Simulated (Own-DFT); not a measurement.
# One host, several defects: rock-salt HfC

Everything here is calculated. The program is Own-DFT (plane waves, in-house, since retired, never reviewed by a person); positions were held fixed, and spin and spin-orbit coupling were off.

Settings: PBE; PseudoDojo norm-conserving scalar-relativistic files; cutoff 42 hartree; 4 x 4 x 4 k mesh centred on Gamma; cold (Marzari-Vanderbilt) smearing of 0.2 eV.

Known weak points: hafnium file: forces about 75 meV/angstrom off all-electron values; forces on such cells failed a check on a denser k mesh; stress not checked against mesh or cutoff.

All runs share one cell, with vectors in Å (3.784, -5.351, 6.554); (-3.784, 5.351, 6.554); (-7.568, -5.351, 0.000) and a volume of 796.2 Å³. Atoms were moved at random from their sites; u is the rms move along one axis. The defect's site can differ from row to row.

```
cell,formula,u (Å),P (GPa)
no defect,C32Hf32,0.0188,3.11
no defect,C32Hf32,0.0191,3.17
no defect,C32Hf32,0.0424,4.14
one C vacancy,C31Hf32,0.0304,3.03
one C vacancy,C31Hf32,0.0342,?
one C vacancy,C31Hf32,0.0480,4.11
one C vacancy,C31Hf32,0.0499,4.34
one Hf vacancy,C32Hf31,0.0518,4.07
one Hf vacancy,C32Hf31,0.0538,4.01
one Hf vacancy,C32Hf31,0.0551,4.20
```

## Fit

P = P0 + c u² + a shift for each defect gives P0 = 2.85 GPa, c = 749 ± 52 GPa/Å² and a scatter of 0.09 GPa. The shifts, and each times the cell's volume:

- one C vacancy: -0.44 ± 0.09 GPa, -2.2 eV
- one Hf vacancy: -0.91 ± 0.13 GPa, -4.5 eV

Against the defect-free cell, a freed cell would be larger where the shift is positive and smaller where it is negative (160.2 GPa Å³ is 1 eV). The atoms around the defects weren't relaxed, which would change these numbers.

## Withheld run

Asked: what pressure belongs in the blank (one C vacancy, u = 0.0342 Å)?

The fitted form gives 3.28 ± 0.11 GPa. The hidden result is 3.12 GPa.
